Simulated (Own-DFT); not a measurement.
# Two functionals across a range of volumes: C40 NbSi2, 36 atoms (Nb12Si24)

Calculated, not measured: single-point runs of Own-DFT, a retired in-house plane-wave DFT program that no person has reviewed, on unrelaxed cells, without spin or spin-orbit coupling.

Limits: forces on such cells failed a check on a denser k mesh; stress not checked against mesh or cutoff.

Each geometry was run with PBE and with PBEsol, otherwise alike: PseudoDojo norm-conserving scalar-relativistic files made for PBE; cutoff 42 hartree; 4 x 4 x 5 k mesh centred on Gamma; cold (Marzari-Vanderbilt) smearing of 0.2 eV. Unstrained cell vectors in Å: (0.000, 8.324, 0.000); (-9.613, 0.000, 0.000); (0.000, 0.000, 6.586). Each has a uniform strain, of which the change of volume is shown, and random moves of rms u per axis.

| run | volume change (%) | u (Å) | P with PBE (GPa) | P with PBEsol (GPa) |
|---|---|---|---|---|
| 1 | 1.44 | 0.0492 | 0.28 | -3.30 |
| 2 | -3.25 | 0.0527 | 9.06 | 5.25 |
| 3 | -1.70 | 0.0439 | 6.49 | 2.76 |
| 4 | 2.93 | 0.0481 | -2.31 | -5.84 |
| 5 | 1.36 | 0.0550 | 0.37 | -3.22 |
| 6 | 2.33 | 0.0518 | -1.14 | -4.69 |
| 7 | 1.21 | 0.0472 | 0.49 | -3.11 |
| 8 | -1.93 | 0.0489 | 6.54 | 2.80 |
| 9 | -2.24 | 0.0475 | 7.37 | 3.62 |
| 10 | 2.01 | 0.0517 | -0.80 | -4.37 |
| 11 | 0.38 | 0.0504 | 2.36 | ? |

Q: by how much does PBEsol shrink this cell, and what belongs in the blank?

## Answer

Write v for the change of volume as a fraction. Fitted to v and u², the PBE pressure has a slope of -187 ± 3 GPa in v, with the ions held to the strained lattice. The difference PBEsol less PBE is -3.65 + 4.5 v GPa (slope ± 0.1) and averages -3.65 GPa. Divided by the mean slope of the two, 185 GPa, that makes PBEsol's volume at a given pressure, near 1 GPa, about 2.0 % smaller, or 0.66 % in lengths. At one volume PBEsol's slope is the smaller by 4 GPa, but its pressure there is lower too. If stiffness rises by about 4 GPa for each GPa, PBEsol at equal pressure is stiffer by about 10 GPa. Files made for PBEsol would give a different shift.

For run 11 the line gives -1.28 GPa. The calculation gave -1.28 GPa.
